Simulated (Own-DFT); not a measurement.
# Response to strain: beta-Si3N4, 112 atoms (N64Si48)

Calculated, not measured: single-point runs of Own-DFT, a retired in-house plane-wave DFT program that no person has reviewed, on unrelaxed cells, without spin or spin-orbit coupling.

Common settings: PBE; PseudoDojo norm-conserving scalar-relativistic files; cutoff 42 hartree; 2 x 2 x 4 k mesh centred on Gamma; Fermi-Dirac smearing of 0.1 eV.

Limits: forces on such cells moved up to 12 meV/angstrom on a denser k mesh; stress not checked against mesh or cutoff.

Unstrained cell vectors in Å: (15.212, 0.000, 0.000); (-7.606, 13.174, 0.000); (0.000, 0.000, 5.818). The unstrained cell has measured lattice constants (interpolated for alloys), not those of this functional. That, the random moves and any unrelaxed bonds set the pressure at no strain. A uniform strain is put on this cell, atoms riding along. Random moves of width 0.05 Å per axis were added to every atom. Stress is counted positive in tension, P = -(s_xx + s_yy + s_zz)/3, and strain components are those of the symmetric tensor.

```
run,e_xx (%),e_yy (%),e_zz (%),e_yz (%),e_xz (%),e_xy (%),s_xx (GPa),s_yy (GPa),s_zz (GPa),s_yz (GPa),s_xz (GPa),s_xy (GPa),P (GPa),E (meV/atom)
1,1.16,-0.69,-1.79,-0.21,-0.82,1.53,-5.13,-11.45,-23.30,-3.49,-1.96,5.73,13.29,62.8
2,-1.92,-0.36,-0.55,0.00,-1.04,-1.64,-19.78,-12.94,-17.12,0.67,-3.92,-6.16,16.62,64.9
3,1.11,1.28,-1.32,1.79,1.63,0.89,-1.91,-2.12,-14.73,5.80,4.57,3.54,6.25,39.7
4,-1.37,-0.38,-0.22,-1.80,0.91,-0.74,-15.04,-12.35,-14.69,-6.89,4.55,-4.90,14.03,54.6
5,0.14,0.74,-0.75,1.88,-1.82,0.74,-5.06,-5.50,-15.17,6.43,-6.03,3.45,8.58,45.1
6,-1.22,-0.71,-0.21,0.50,-1.80,-1.36,-16.83,-13.52,-13.97,1.14,-7.34,-4.14,14.78,67.7
7,0.17,-0.04,1.79,-0.99,-1.21,-0.22,-4.37,-3.92,0.38,-2.09,-5.47,-1.93,2.64,20.1
8,1.75,-0.34,-0.16,-1.78,0.59,-0.90,1.56,-7.31,-10.90,-7.52,0.29,-2.76,5.55,35.7
9,-1.70,1.25,-1.73,-0.45,-1.56,1.11,-15.04,-5.23,-23.38,-0.31,-5.58,5.13,14.55,44.9
10,1.81,0.65,-1.59,-1.16,1.92,-0.28,-1.89,-3.33,-15.58,-3.03,6.74,-0.84,6.93,50.7
11,1.21,0.80,0.29,-0.91,-1.05,-0.84,-2.62,1.33,-5.91,-2.29,-3.57,-4.25,2.40,20.3
12,-1.36,-0.39,-1.92,0.69,0.39,0.21,-17.88,-15.24,-23.37,2.39,0.57,-1.05,18.83,52.6
13,-0.40,1.44,1.39,0.83,0.60,1.40,-6.22,1.06,0.09,2.32,2.30,5.87,1.69,17.7
14,0.88,1.39,-0.72,-0.58,1.46,0.63,-1.42,1.13,-13.53,-1.30,3.45,2.64,4.61,27.7
15,1.65,-1.35,0.13,0.37,0.36,0.69,1.26,-12.53,-7.86,1.89,1.18,2.76,6.38,0.0
16,-0.34,-1.74,1.37,1.13,-1.12,1.58,-9.31,-17.91,-4.10,4.70,-3.55,6.77,10.44,51.1
17,0.57,-1.19,-0.84,-1.10,-0.13,-0.57,-6.80,-13.95,-17.32,-5.49,-1.00,-2.42,12.69,47.9
18,-0.35,0.57,-1.08,0.89,1.05,-0.48,?,?,?,?,?,?,?,?
```

E is the free energy per atom, counted from the lowest run shown.

## Fit

Each stress component was fitted by least squares to a constant and the strains of the runs shown, as fractions, with shears doubled. Shear strains stay in the fit of a normal stress only where such slopes are resolved. The slopes, in GPa:

| stress | at no strain | per e_xx | per e_yy | per e_zz | scatter |
|---|---|---|---|---|---|
| s_xx | -7.6 | 511 ± 30 | 119 ± 38 | 128 ± 34 | 1.51 |
| s_yy | -7.6 | 164 ± 22 | 569 ± 28 | 140 ± 25 | 1.11 |
| s_zz | -10.6 | 134 ± 25 | 120 ± 31 | 637 ± 28 | 1.26 |

The slope of each shear stress on twice its own strain, from a fit on all six strains: yz 175 ± 17, xz 171 ± 12, xy 193 ± 15 GPa. These are stiffnesses along x, y and z of the frame in which the cell vectors are given, with the crystal's c axis along z: C11, C12, C13 and C33. Hexagonal symmetry asks that xx and yy behave alike, which is a second check on the noise. The atoms are held to the strained lattice; where symmetry lets them move under strain, relaxing them would lower some slopes. Slopes across the diagonal should nearly agree, so their difference gauges the noise. A ninth of the table's sum, 280 ± 7 GPa, estimates the bulk modulus near the mean pressure of these runs, 9.4 GPa, so it lies above the value at zero pressure.

## Prediction

The question: what normal stresses and pressure should run 18 give?

The fit gives s_xx = -10.1, s_yy = -6.5, s_zz = -17.3 and P = 11.3 GPa. The hidden result is -12.12, -6.49, -13.97 and P = 10.86 GPa.
